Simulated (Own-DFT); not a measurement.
# From a pressure shift to a lattice shift: D0_22 TiAl3, 40 atoms (Al30Ti10)

No measurement is shown. These are fixed-geometry runs of a retired plane-wave code named Own-DFT, which no person has reviewed; spin and spin-orbit coupling are neglected.

Known weak points: forces on such cells failed a check on a denser k mesh; stress not checked against mesh or cutoff.

Each geometry was run with PBE and with PBEsol, otherwise alike: PseudoDojo norm-conserving scalar-relativistic files made for PBE; cutoff 42 hartree; 4 x 4 x 4 k mesh centred on Gamma; cold (Marzari-Vanderbilt) smearing of 0.2 eV. Unstrained cell vectors in Å: (-2.365, -6.981, 4.326); (-7.667, 3.491, 1.442); (-2.950, -3.488, -7.241). Each has a uniform strain, of which the change of volume is shown, and random moves of rms u per axis.

| run | volume change (%) | u (Å) | P with PBE (GPa) | P with PBEsol (GPa) |
|---|---|---|---|---|
| 1 | 0.13 | 0.0565 | 2.90 | 1.00 |
| 2 | -0.84 | 0.0461 | 3.72 | 1.79 |
| 3 | 0.10 | 0.0459 | 2.71 | 0.81 |
| 4 | 1.40 | 0.0497 | 1.32 | -0.55 |
| 5 | -1.16 | 0.0564 | 4.36 | 2.42 |
| 6 | 2.29 | 0.0526 | 0.24 | -1.61 |
| 7 | 2.53 | 0.0520 | 0.09 | -1.75 |
| 8 | -5.34 | 0.0495 | 9.78 | 7.74 |
| 9 | 1.60 | 0.0475 | 0.97 | -0.89 |
| 10 | 0.65 | 0.0524 | 1.98 | ? |

The question: by how much does PBEsol shrink this cell, and what belongs in the blank?

## Answer

Write v for the change of volume as a fraction. Fitted to v and u², the PBE pressure has a slope of -124 ± 3 GPa in v, with the ions held to the strained lattice. The difference PBEsol less PBE is -1.91 + 2.6 v GPa (slope ± 0.05) and averages -1.90 GPa. Divided by the mean slope of the two, 122 GPa, that makes PBEsol's volume at a given pressure, near 2 GPa, about 1.6 % smaller, or 0.52 % in lengths. At one volume PBEsol's slope is the smaller by 3 GPa, but its pressure there is lower too. If stiffness rises by about 4 GPa for each GPa, PBEsol at equal pressure is stiffer by about 5 GPa. Files made for PBEsol would give a different shift.

For run 10 the line gives 0.10 GPa. The run itself gave 0.10 GPa.
